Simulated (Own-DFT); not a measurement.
# Misfit strain and the stress it brings: wurtzite AlN, 72 atoms (Al36N36)

Everything here is calculated. The program is Own-DFT (plane waves, in-house, since retired, never reviewed by a person); positions were held fixed, and spin and spin-orbit coupling were off.

Settings: PBE; PseudoDojo norm-conserving scalar-relativistic files; cutoff 42 hartree; 3 x 3 x 2 k mesh centred on Gamma; Fermi-Dirac smearing of 0.1 eV.

Keep in mind: forces on such cells moved up to 12 meV/angstrom on a denser k mesh; stress not checked against mesh or cutoff.

Unstrained cell vectors in Å: (9.336, 0.000, 0.000); (-4.668, 8.085, 0.000); (0.000, 0.000, 9.964). The unstrained cell has measured lattice constants (interpolated for alloys), not those of this functional. That, the random moves and any unrelaxed bonds set the pressure at no strain. Each run strains x and y alike by e, as a substrate would, and holds the height along z. Each atom got a random Gaussian move of width 0.05 Å along each axis. Stress is positive in tension.

```
e (%)  u (Å)  (s_xx + s_yy)/2 (GPa)  s_zz (GPa)
-3.00  0.051                 -25.77      -11.19
-2.25  0.049                 -19.84      -10.49
-1.50  0.049                 -15.31       -7.48
-1.00  0.047                 -10.95       -7.49
-0.50  0.051                  -9.54       -4.88
-0.25  0.051                  -7.68       -4.59
 1.25  0.047                   2.12       -4.73
 1.50  0.052                      ?           ?
 2.00  0.050                   5.10       -4.07
 2.75  0.049                   8.33       -2.56
```

## Worked fit

With e as a fraction, the in-plane stress is -5.7 + 589 e - 2563 e² GPa (errors 12 and 740, scatter 0.67), and s_zz is -6.0 + 141 e GPa (slope ± 23, scatter 1.24). At e = 0 the first slope is C11 + C12 and the second 2 C13, both with the ions held to the strained lattice and at the cell's own pressure. The term in e² is negative: the layer stiffens under compression and softens under tension. A free layer would change its height as e changes, and the in-plane slope would drop by 2 C13²/C33 to the biaxial modulus. At fixed height, a misfit of 1 % moves the in-plane stress by about 5.9 GPa and s_zz by 1.4 GPa.

## The run left out

Q: what are the two stresses at e = 1.50 %?

The fit gives 2.6 and -3.9 GPa. The calculation gave 1.84 and -3.11 GPa.
